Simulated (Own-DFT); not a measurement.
# Computed records: Hf36O71 (tetragonal hafnia with one neutral oxygen vacancy, atoms displaced)

All values are calculated (Own-DFT development build). A calculation, not a measurement: plane-wave PBE and HSE06 DFT by an unreviewed code, no spin, of a simulated cell at Gamma alone, so results move with cell size and shape, stress positive in tension, energies less offsets, not probed for a lower state with spin; hafnium file: forces about 75 meV/angstrom off all-electron values; oxygen file: force components 24 meV/angstrom off all-electron in a glass; k mesh not checked against a denser one; forces and stress are PBE's, HSE06 gives the energy alone, and its difference from PBE has offsets of its own; offsets are fitted by least squares, one for each functional and potential file, so energies compare only between cells with the same atoms and settings and are not formation energies; the far tail of each file's local potential was reset to the Coulomb form; each entry is a single point on an unrelaxed cell, so the pressure reflects the starting lattice, taken from the Materials Project, from which strain is counted, and rises with the displacements; printed positions are rounded, which can move forces by about a meV/angstrom; the program is a retired in-house code; no spin-orbit coupling.

Settings shared by all entries: first functional PBE; second functional HSE06; exact exchange share 0.25; screening 0.11 1/bohr; exchange divergence Gygi-Baldereschi; potential files PseudoDojo norm-conserving, scalar-relativistic, made for PBE, standard set; wave cutoff 48 hartree; occupations fixed; k mesh 1 x 1 x 1 centred on Gamma.

(1) 
```cif
# cell vector a (Å): 10.7800 0.0000 0.0000
# cell vector b (Å): 0.0000 10.7800 0.0000
# cell vector c (Å): 0.0000 0.0000 10.4493
data_Hf36O71
_symmetry_space_group_name_H-M 'P 1'
_symmetry_Int_Tables_number 1
_cell_length_a 10.7800
_cell_length_b 10.7800
_cell_length_c 10.4493
_cell_angle_alpha 90.000
_cell_angle_beta 90.000
_cell_angle_gamma 90.000
_cell_volume 1214.30
loop_
_atom_site_label
_atom_site_type_symbol
_atom_site_fract_x
_atom_site_fract_y
_atom_site_fract_z
_atom_site_occupancy
Hf1 Hf 0.00096 0.99899 0.99668 1
Hf2 Hf 0.16627 0.17026 0.24940 1
O1 O 0.99772 0.16486 0.15715 1
O2 O 0.16569 0.99837 0.35025 1
O3 O 0.99938 0.16802 0.39979 1
O4 O 0.16565 0.00415 0.09831 1
Hf3 Hf 0.00199 0.99851 0.49428 1
Hf4 Hf 0.16474 0.16720 0.74686 1
O5 O 0.00120 0.16407 0.65511 1
O6 O 0.16990 0.99822 0.84828 1
O7 O 0.99853 0.16679 0.89805 1
O8 O 0.16226 0.00432 0.59773 1
Hf5 Hf 0.99671 0.33473 0.00267 1
Hf6 Hf 0.16991 0.50137 0.25351 1
O9 O 0.00032 0.50290 0.15088 1
O10 O 0.15999 0.33340 0.34652 1
O11 O 0.00085 0.50101 0.40278 1
O12 O 0.17084 0.33186 0.09380 1
Hf7 Hf 0.00344 0.33260 0.50012 1
Hf8 Hf 0.16910 0.49981 0.75796 1
O13 O 0.99818 0.50222 0.65292 1
O14 O 0.16621 0.33177 0.85009 1
O15 O 0.00234 0.49675 0.89875 1
O16 O 0.16365 0.33340 0.59659 1
Hf9 Hf 0.99946 0.66611 0.00009 1
Hf10 Hf 0.16629 0.83507 0.24383 1
O17 O 0.99385 0.82989 0.15386 1
O18 O 0.17001 0.67110 0.34709 1
O19 O 0.16236 0.66497 0.10188 1
Hf11 Hf 0.00053 0.66695 0.50289 1
Hf12 Hf 0.16634 0.83519 0.75111 1
O20 O 0.00004 0.83187 0.64923 1
O21 O 0.16724 0.66676 0.84318 1
O22 O 0.99921 0.83168 0.89547 1
O23 O 0.16276 0.66654 0.59723 1
Hf13 Hf 0.33540 0.00070 0.99849 1
Hf14 Hf 0.49631 0.16722 0.24868 1
O24 O 0.33130 0.16959 0.15374 1
O25 O 0.49628 0.00347 0.34646 1
O26 O 0.33529 0.16532 0.39829 1
O27 O 0.50022 0.00147 0.09624 1
Hf15 Hf 0.33388 0.00266 0.49973 1
Hf16 Hf 0.49876 0.16263 0.75307 1
O28 O 0.33006 0.16469 0.65378 1
O29 O 0.50137 0.00404 0.85163 1
O30 O 0.32981 0.17183 0.89945 1
O31 O 0.49802 0.00431 0.59870 1
Hf17 Hf 0.33231 0.33331 0.00126 1
Hf18 Hf 0.50051 0.49975 0.24604 1
O32 O 0.32582 0.49828 0.15222 1
O33 O 0.49759 0.33135 0.34632 1
O34 O 0.33361 0.49627 0.40295 1
O35 O 0.50509 0.33275 0.09608 1
Hf19 Hf 0.33237 0.33345 0.50235 1
Hf20 Hf 0.49750 0.49746 0.75050 1
O36 O 0.33160 0.49744 0.64867 1
O37 O 0.49936 0.33196 0.84476 1
O38 O 0.33404 0.50189 0.90196 1
O39 O 0.50454 0.33158 0.59355 1
Hf21 Hf 0.33078 0.66750 0.00234 1
Hf22 Hf 0.49771 0.83080 0.24578 1
O40 O 0.33721 0.83803 0.15164 1
O41 O 0.50140 0.66928 0.34632 1
O42 O 0.33079 0.83644 0.40296 1
O43 O 0.50106 0.66686 0.09877 1
Hf23 Hf 0.32863 0.66763 0.49968 1
Hf24 Hf 0.50173 0.83246 0.75072 1
O44 O 0.32974 0.83341 0.64949 1
O45 O 0.50243 0.66867 0.85320 1
O46 O 0.33560 0.83344 0.90376 1
O47 O 0.50109 0.66987 0.59950 1
Hf25 Hf 0.66814 0.99612 0.99922 1
Hf26 Hf 0.83545 0.16776 0.24788 1
O48 O 0.66312 0.16762 0.15229 1
O49 O 0.83150 0.00034 0.35082 1
O50 O 0.66843 0.16147 0.40382 1
O51 O 0.83712 0.99679 0.10493 1
Hf27 Hf 0.66572 0.99765 0.50343 1
Hf28 Hf 0.83340 0.16583 0.75349 1
O52 O 0.66578 0.16398 0.65310 1
O53 O 0.82899 0.00243 0.85462 1
O54 O 0.66631 0.16993 0.90308 1
O55 O 0.83360 0.99749 0.60353 1
Hf29 Hf 0.66126 0.33404 0.00466 1
Hf30 Hf 0.83225 0.50188 0.24790 1
O56 O 0.66438 0.49948 0.15008 1
O57 O 0.83305 0.33579 0.35120 1
O58 O 0.66510 0.50057 0.40004 1
O59 O 0.83347 0.33255 0.09493 1
Hf31 Hf 0.66971 0.33466 0.50378 1
Hf32 Hf 0.83709 0.49918 0.75466 1
O60 O 0.66756 0.50591 0.64750 1
O61 O 0.83719 0.33506 0.84527 1
O62 O 0.67326 0.50163 0.90468 1
O63 O 0.83032 0.33557 0.60028 1
Hf33 Hf 0.66689 0.66805 0.00552 1
Hf34 Hf 0.83027 0.83507 0.25495 1
O64 O 0.66649 0.82811 0.15212 1
O65 O 0.83006 0.66704 0.34863 1
O66 O 0.67127 0.83138 0.40123 1
O67 O 0.83479 0.66492 0.09404 1
Hf35 Hf 0.66316 0.67101 0.49864 1
Hf36 Hf 0.83302 0.83127 0.75031 1
O68 O 0.66541 0.83498 0.64672 1
O69 O 0.83557 0.66330 0.85031 1
O70 O 0.66583 0.83166 0.90305 1
O71 O 0.83288 0.67319 0.58703 1
_calc_PBE_energy_of_cell_above_offsets '-100.957'  # eV
_calc_HSE06_less_PBE_above_offsets '-0.146'  # eV
_calc_PBE_pressure 0.47  # GPa
_calc_PBE_stress_xx -0.97  # GPa
_calc_PBE_stress_yy 0.39  # GPa
_calc_PBE_stress_zz -0.83  # GPa
_calc_PBE_stress_yz 0.12  # GPa
_calc_PBE_stress_xz 0.52  # GPa
_calc_PBE_stress_xy 0.02  # GPa
```

Force:
```tsv
element	x (eV/Å)	y (eV/Å)	z (eV/Å)
Hf	-0.499	0.289	0.314
Hf	-0.223	-0.778	0.353
O	0.824	0.389	-1.034
O	-0.541	0.243	-0.579
O	0.035	-0.275	0.397
O	0.129	-0.487	-0.279
Hf	-0.622	-0.361	0.38
Hf	-0.076	-0.168	0.533
O	-0.761	0.476	-0.46
O	-0.134	0.323	0.146
O	0.113	-0.306	1.008
O	0.626	-0.279	-0.087
Hf	0.564	-0.29	-0.783
Hf	-1.474	0.228	0.305
O	0.17	-0.496	0.038
O	0.45	0.123	0.138
O	0.184	0.06	0.027
O	-1.316	-0.141	0.633
Hf	-1.556	0.435	-0.185
Hf	-0.902	-0.559	-1.252
O	0.683	-0.003	0.248
O	0.239	0.445	-0.318
O	0.169	0.636	0.669
O	0.769	-0.139	0.337
Hf	-0.54	-0.275	-0.1
Hf	-0.609	0.232	1.067
O	1.227	0.052	0.038
O	-0.078	-0.313	0.015
O	0.982	0.547	-0.689
Hf	-0.587	0.344	-0.782
Hf	-0.305	-0.016	-0.974
O	0.086	0.081	0.139
O	0.215	0.303	1.06
O	0.07	0.391	0.681
O	1.039	-0.148	0.086
Hf	-0.271	0.544	0.027
Hf	0.846	-0.261	0.783
O	0.257	0.001	-0.71
O	0.143	-1.175	-0.082
O	-0.667	0.69	0.579
O	0.024	-0.13	-0.138
Hf	-0.369	-0.312	-0.134
Hf	0.479	0.784	-0.945
O	0.528	0.313	-0.395
O	-0.169	-1.191	-0.089
O	0.41	-0.929	0.631
O	-0.058	-0.364	0.281
Hf	0.128	-0.29	-0.548
Hf	0.101	-0.261	1.364
O	1.725	0.251	-0.332
O	-0.076	0.603	-0.499
O	-0.313	0.688	-0.214
O	-2.223	0.447	0.576
Hf	0.891	-0.419	-0.228
Hf	1.127	0.64	-0.573
O	0.277	0.005	0.577
O	-0.001	0.539	0.257
O	-0.055	0.007	0.089
O	-1.334	0.241	0.578
Hf	0.402	0.035	-0.302
Hf	0.668	0.971	1.219
O	-0.98	-0.398	-0.612
O	-0.426	-0.57	-0.101
O	0.356	-0.538	-0.109
O	-1.142	-0.277	0.223
Hf	0.259	0.494	0.087
Hf	-0.421	-0.391	-0.384
O	0.586	-0.005	0.647
O	-0.292	-0.462	-0.641
O	-0.129	-0.114	0.019
O	-1.18	0.096	0.063
Hf	0.463	1.234	0.484
Hf	-1.41	-0.058	1.153
O	0.805	-0.03	0.026
O	0.684	-0.119	-0.002
O	-0.031	0.803	0.236
O	-0.616	0.234	-0.851
Hf	0.646	0.759	-0.352
Hf	-0.228	0.317	-0.657
O	0.089	-0.059	0.482
O	0.123	-0.926	-0.166
O	0.018	-0.457	0.219
O	0.232	0.012	-0.37
Hf	1.643	-0.169	-1.413
Hf	0.16	-0.075	1.015
O	0.31	0.134	0.16
O	-0.004	-0.135	-0.85
O	-0.297	0.039	-0.18
O	-0.311	0.043	0.571
Hf	0.227	-0.258	-1.084
Hf	-0.933	-0.377	-1.039
O	-0.292	-0.263	1.068
O	0.127	-0.466	0.519
O	-0.614	-0.353	0.062
O	0.974	-0.307	-0.019
Hf	0.177	-0.606	-0.987
Hf	0.237	0.075	0.215
O	-0.296	0.29	-0.299
O	0.573	-0.205	-0.854
O	-0.516	1.028	-0.271
O	-0.183	-0.241	0.414
Hf	0.545	-1.334	-0.029
Hf	0.292	0.3	-0.7
O	-0.185	-0.009	1.076
O	0.129	1	-0.473
O	0.095	0.181	-0.454
O	-0.091	0.177	1.296
```

(2) 
```cif
# cell vector a (Å): 10.7800 0.0000 0.0000
# cell vector b (Å): 0.0000 10.7800 0.0000
# cell vector c (Å): 0.0000 0.0000 10.4493
data_Hf36O71
_symmetry_space_group_name_H-M 'P 1'
_symmetry_Int_Tables_number 1
_cell_length_a 10.7800
_cell_length_b 10.7800
_cell_length_c 10.4493
_cell_angle_alpha 90.000
_cell_angle_beta 90.000
_cell_angle_gamma 90.000
_cell_volume 1214.30
loop_
_atom_site_label
_atom_site_type_symbol
_atom_site_fract_x
_atom_site_fract_y
_atom_site_fract_z
_atom_site_occupancy
Hf1 Hf 0.98895 0.00770 0.00715 1
Hf2 Hf 0.18387 0.15119 0.24926 1
O1 O 0.99637 0.17944 0.14612 1
O2 O 0.16721 0.99675 0.34461 1
O3 O 0.00241 0.16697 0.38039 1
O4 O 0.16045 0.99627 0.09416 1
Hf3 Hf 0.00990 0.99902 0.50240 1
Hf4 Hf 0.16580 0.16519 0.74852 1
O5 O 0.99833 0.17942 0.65765 1
O6 O 0.17624 0.99431 0.85266 1
O7 O 0.99689 0.17361 0.89643 1
O8 O 0.17833 0.00158 0.58226 1
Hf5 Hf 0.01086 0.32065 0.99913 1
Hf6 Hf 0.16122 0.50390 0.24725 1
O9 O 0.00832 0.51432 0.14642 1
O10 O 0.15625 0.32758 0.35520 1
O11 O 0.99256 0.50146 0.40927 1
O12 O 0.16831 0.33649 0.10042 1
Hf7 Hf 0.01026 0.34441 0.49949 1
Hf8 Hf 0.16168 0.50267 0.74917 1
O13 O 0.00295 0.50713 0.65526 1
O14 O 0.16228 0.32328 0.84865 1
O15 O 0.00309 0.50412 0.90753 1
O16 O 0.16610 0.33897 0.60032 1
Hf9 Hf 0.00257 0.67821 0.99414 1
Hf10 Hf 0.16955 0.81411 0.23146 1
O17 O 0.02015 0.83171 0.15709 1
O18 O 0.15906 0.66727 0.33434 1
O19 O 0.99939 0.83995 0.39691 1
O20 O 0.16012 0.66640 0.11219 1
Hf11 Hf 0.99140 0.67814 0.50202 1
Hf12 Hf 0.15916 0.83985 0.73291 1
O21 O 0.00544 0.84342 0.64314 1
O22 O 0.16702 0.65897 0.83821 1
O23 O 0.99975 0.82606 0.91425 1
O24 O 0.15951 0.66455 0.59536 1
Hf13 Hf 0.33111 0.00502 0.00188 1
Hf14 Hf 0.50209 0.16411 0.24798 1
O25 O 0.34025 0.16804 0.15550 1
O26 O 0.50591 0.00889 0.36019 1
O27 O 0.34041 0.17539 0.39010 1
O28 O 0.50563 0.99510 0.09521 1
Hf15 Hf 0.33940 0.00794 0.50024 1
Hf16 Hf 0.49978 0.15011 0.74714 1
O29 O 0.33481 0.15593 0.64897 1
O30 O 0.49205 0.99141 0.84287 1
O31 O 0.34137 0.17122 0.89807 1
O32 O 0.49237 0.00582 0.59950 1
Hf17 Hf 0.34166 0.33944 0.00093 1
Hf18 Hf 0.48959 0.48986 0.26324 1
O33 O 0.33516 0.49389 0.14556 1
O34 O 0.50103 0.34484 0.34556 1
O35 O 0.33653 0.50660 0.38804 1
O36 O 0.49658 0.34298 0.08758 1
Hf19 Hf 0.32131 0.31719 0.49463 1
Hf20 Hf 0.50649 0.50360 0.75101 1
O37 O 0.32288 0.50604 0.65186 1
O38 O 0.50082 0.33144 0.84202 1
O39 O 0.33091 0.50796 0.90629 1
O40 O 0.50043 0.33622 0.59042 1
Hf21 Hf 0.33697 0.67341 0.99257 1
Hf22 Hf 0.50565 0.84242 0.24765 1
O41 O 0.33272 0.84392 0.15718 1
O42 O 0.49803 0.67360 0.34201 1
O43 O 0.34003 0.82845 0.39597 1
O44 O 0.49795 0.66700 0.10487 1
Hf23 Hf 0.34184 0.66690 0.49090 1
Hf24 Hf 0.49307 0.82224 0.74692 1
O45 O 0.31938 0.83577 0.65693 1
O46 O 0.49997 0.67385 0.84442 1
O47 O 0.33072 0.82459 0.88596 1
O48 O 0.49022 0.66998 0.58979 1
Hf25 Hf 0.67947 0.00004 0.99165 1
Hf26 Hf 0.83387 0.15888 0.24911 1
O49 O 0.66071 0.17823 0.15176 1
O50 O 0.83312 0.98824 0.34924 1
O51 O 0.67340 0.15508 0.39196 1
O52 O 0.82622 0.99117 0.08796 1
Hf27 Hf 0.65824 0.98212 0.49120 1
Hf28 Hf 0.82865 0.15422 0.74877 1
O53 O 0.66892 0.17472 0.64862 1
O54 O 0.83093 0.99799 0.84014 1
O55 O 0.65955 0.17331 0.89824 1
O56 O 0.82802 0.00033 0.61159 1
Hf29 Hf 0.65056 0.32218 0.01194 1
Hf30 Hf 0.83245 0.49975 0.23997 1
O57 O 0.65280 0.50023 0.14905 1
O58 O 0.83320 0.32833 0.34641 1
O59 O 0.65244 0.49998 0.39656 1
O60 O 0.83558 0.33887 0.09254 1
Hf31 Hf 0.66689 0.32968 0.49770 1
Hf32 Hf 0.84310 0.49518 0.73927 1
O61 O 0.68874 0.50261 0.65178 1
O62 O 0.66747 0.49681 0.91222 1
O63 O 0.82227 0.34662 0.60216 1
Hf33 Hf 0.66544 0.66426 0.00486 1
Hf34 Hf 0.82818 0.82507 0.24597 1
O64 O 0.66643 0.82567 0.13635 1
O65 O 0.82593 0.65748 0.35511 1
O66 O 0.66960 0.82956 0.40873 1
O67 O 0.83603 0.66374 0.08674 1
Hf35 Hf 0.66053 0.66885 0.50503 1
Hf36 Hf 0.83150 0.83728 0.74413 1
O68 O 0.65516 0.83625 0.65031 1
O69 O 0.83897 0.67760 0.83886 1
O70 O 0.66575 0.82675 0.88677 1
O71 O 0.83317 0.67367 0.60681 1
_calc_PBE_energy_of_cell_above_offsets '-86.017'  # eV
_calc_HSE06_less_PBE_above_offsets '0.665'  # eV
_calc_PBE_pressure 5.77  # GPa
_calc_PBE_stress_xx -7.31  # GPa
_calc_PBE_stress_yy -4.56  # GPa
_calc_PBE_stress_zz -5.44  # GPa
_calc_PBE_stress_yz 1.18  # GPa
_calc_PBE_stress_xz -0.98  # GPa
_calc_PBE_stress_xy 0.42  # GPa
```

Force:
```tsv
element	x (eV/Å)	y (eV/Å)	z (eV/Å)
Hf	3.549	-0.256	-1.716
Hf	-4.492	1.602	0.503
O	0.438	-2.358	-0.545
O	0.833	-0.014	0.15
O	-0.567	-1.21	2.473
O	0.716	1.756	-0.058
Hf	-1.922	0.971	-2.483
Hf	-0.047	0.509	1.175
O	0.484	-1.238	-1.044
O	-0.869	1.306	-1.232
O	-0.662	-3.871	-0.186
O	-2.457	0.364	1.934
Hf	-1.271	4.126	0.304
Hf	1.178	-1.255	-0.711
O	-2.241	-1.03	1.624
O	1.46	0.445	-0.166
O	0.342	1.073	-0.717
O	1.123	-0.709	-0.032
Hf	-2.634	-1.901	-0.721
Hf	0.895	-0.765	0.835
O	-0.117	-0.693	-1.772
O	0.547	0.726	-0.296
O	-0.305	-1.056	-0.586
O	0.838	-1.062	0.194
Hf	0.208	-6.41	1.421
Hf	2.865	2.09	4.488
O	-8.272	1.169	-2.504
O	-0.01	-1.111	3.054
O	-0.361	-0.809	0.799
O	2.811	-0.16	-3.441
Hf	1.131	-0.98	-0.696
Hf	2.3	-2.297	3.69
O	-2.215	0.421	-0.507
O	-0.387	3.103	1.168
O	0.05	6.687	-2.989
O	0.106	0.856	-1.153
Hf	0.118	-1.177	-1.791
Hf	1.233	0.793	1.198
O	0.555	-0.753	-1.787
O	-0.611	-1.345	-1.404
O	-0.241	-2.771	-0.417
O	0.318	0.736	0.457
Hf	-0.108	-2.195	-1.647
Hf	0.74	2.327	0.335
O	-1.098	1.231	-0.952
O	0.339	0.087	0.578
O	-0.217	-1.088	0.871
O	1.809	-0.594	-0.125
Hf	-3.245	1.358	-1.667
Hf	0.804	6.211	-3.821
O	-1.088	0.038	0.593
O	0.051	-7.358	1.474
O	-0.945	-1.164	1.62
O	-1.288	-0.935	3.184
Hf	1.432	5.104	1.978
Hf	-0.345	-2.287	-0.199
O	2.35	-0.081	0.117
O	-0.372	0.843	-0.159
O	0.751	-1.125	-0.734
O	-1.106	0.247	-0.192
Hf	-0.289	-1.109	1.33
Hf	-2.104	-2.29	-0.571
O	2.209	0.491	-2.04
O	0.666	0.179	0.783
O	0.221	1.877	1.02
O	-0.607	1.236	-1.673
Hf	-3.609	-0.58	-0.62
Hf	-0.921	2.448	0.123
O	2.708	0.047	-2.259
O	0.171	-2.988	0.92
O	0.17	1.355	2.141
O	2.393	-0.173	2.06
Hf	-4.761	-1.444	-2.641
Hf	0.748	2.346	2.119
O	0.821	-0.895	-0.52
O	-0.616	0.187	-1.253
O	-0.395	0.832	0.662
O	1.663	0.35	2.866
Hf	1.731	4.611	2.942
Hf	0.088	4.092	-1.503
O	-1.026	-0.74	0.303
O	0.199	-0.302	3.168
O	0.893	-2.744	0.018
O	0.631	-0.087	-2.137
Hf	4.984	3.277	-2.788
Hf	-0.299	-1.694	-0.479
O	2.015	0.115	0.96
O	-0.49	0.548	-0.646
O	0.74	0.526	1.628
O	-0.626	-0.041	-0.271
Hf	0.625	-0.009	-0.225
Hf	0.403	-0.457	4.096
O	-5.784	1.632	-0.789
O	-0.417	0.126	-1.147
O	2.5	-0.881	-0.988
Hf	-0.537	-1.063	-1.028
Hf	1.801	-0.837	0.88
O	0.795	0.889	1.902
O	0.117	1.8	-1.18
O	-0.205	-1.49	-3.122
O	-0.442	0.641	1.854
Hf	1.402	-2.863	-0.571
Hf	-1.317	-2.341	-0.134
O	0.765	-0.121	-1.129
O	0.083	-1.26	0.372
O	0.218	1.697	1.316
O	-0.187	0.987	-1.52
```
